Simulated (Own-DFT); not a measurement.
# What a defect does to the pressure of its cell: zincblende GaAs

Everything here is calculated. The program is Own-DFT (plane waves, in-house, since retired, never reviewed by a person); positions were held fixed, and spin and spin-orbit coupling were off.

All runs used: PBE; PseudoDojo norm-conserving scalar-relativistic files; cutoff 42 hartree; 3 x 3 x 3 k mesh centred on Gamma; Fermi-Dirac smearing of 0.1 eV.

Limits (not all hold for every row): not probed for a lower state with spin; forces on such cells failed a check on a denser k mesh; forces not confirmed at this smearing and k mesh; forces on such cells passed a denser k mesh, each cell not checked; stress not checked against mesh or cutoff.

All runs share one cell, with vectors in Å (11.307, 0.000, 0.000); (0.000, 11.307, 0.000); (0.000, 0.000, 11.307) and a volume of 1445.4 Å³. u is the rms random offset of the atoms per axis. The defect's site can differ from row to row.

```
cell,formula,u (Å),P (GPa)
no defect,As32Ga32,0.0206,3.53
no defect,As32Ga32,0.0452,3.89
no defect,As32Ga32,0.0544,4.13
one As on a Ga site,As33Ga31,0.0318,4.29
one As on a Ga site,As33Ga31,0.0489,4.57
one As on a Ga site,As33Ga31,0.0507,4.54
one As on a Ga site and one Ga on an As site,As32Ga32,0.0300,3.94
one As on a Ga site and one Ga on an As site,As32Ga32,0.0470,4.22
one As on a Ga site and one Ga on an As site,As32Ga32,0.0500,4.34
one In on a Ga site,As32Ga31In,0.0282,?
one In on a Ga site,As32Ga31In,0.0310,4.25
one In on a Ga site,As32Ga31In,0.0494,4.60
one In on a Ga site,As32Ga31In,0.0526,4.84
one P on an As site,As31Ga32P,0.0286,3.31
one P on an As site,As31Ga32P,0.0292,3.34
one P on an As site,As31Ga32P,0.0309,3.37
```

## Fit

P = P0 + c u² + a shift for each defect gives P0 = 3.42 GPa, c = 239 ± 19 GPa/Å² and a scatter of 0.05 GPa. The shifts, and each times the cell's volume:

- one In on a Ga site: 0.65 ± 0.04 GPa, 5.9 eV
- one As on a Ga site: 0.57 ± 0.04 GPa, 5.1 eV
- one As on a Ga site and one Ga on an As site: 0.30 ± 0.04 GPa, 2.7 eV
- one P on an As site: -0.29 ± 0.05 GPa, -2.6 eV

Against the defect-free cell, a freed cell would be larger where the shift is positive and smaller where it is negative (160.2 GPa Å³ is 1 eV). The atoms around the defects weren't relaxed, which would change these numbers.

## Test on the hidden row

Asked: what pressure belongs in the blank (one In on a Ga site, u = 0.0282 Å)?

Estimate: 4.26 ± 0.07 GPa. The run itself gave 4.23 GPa.
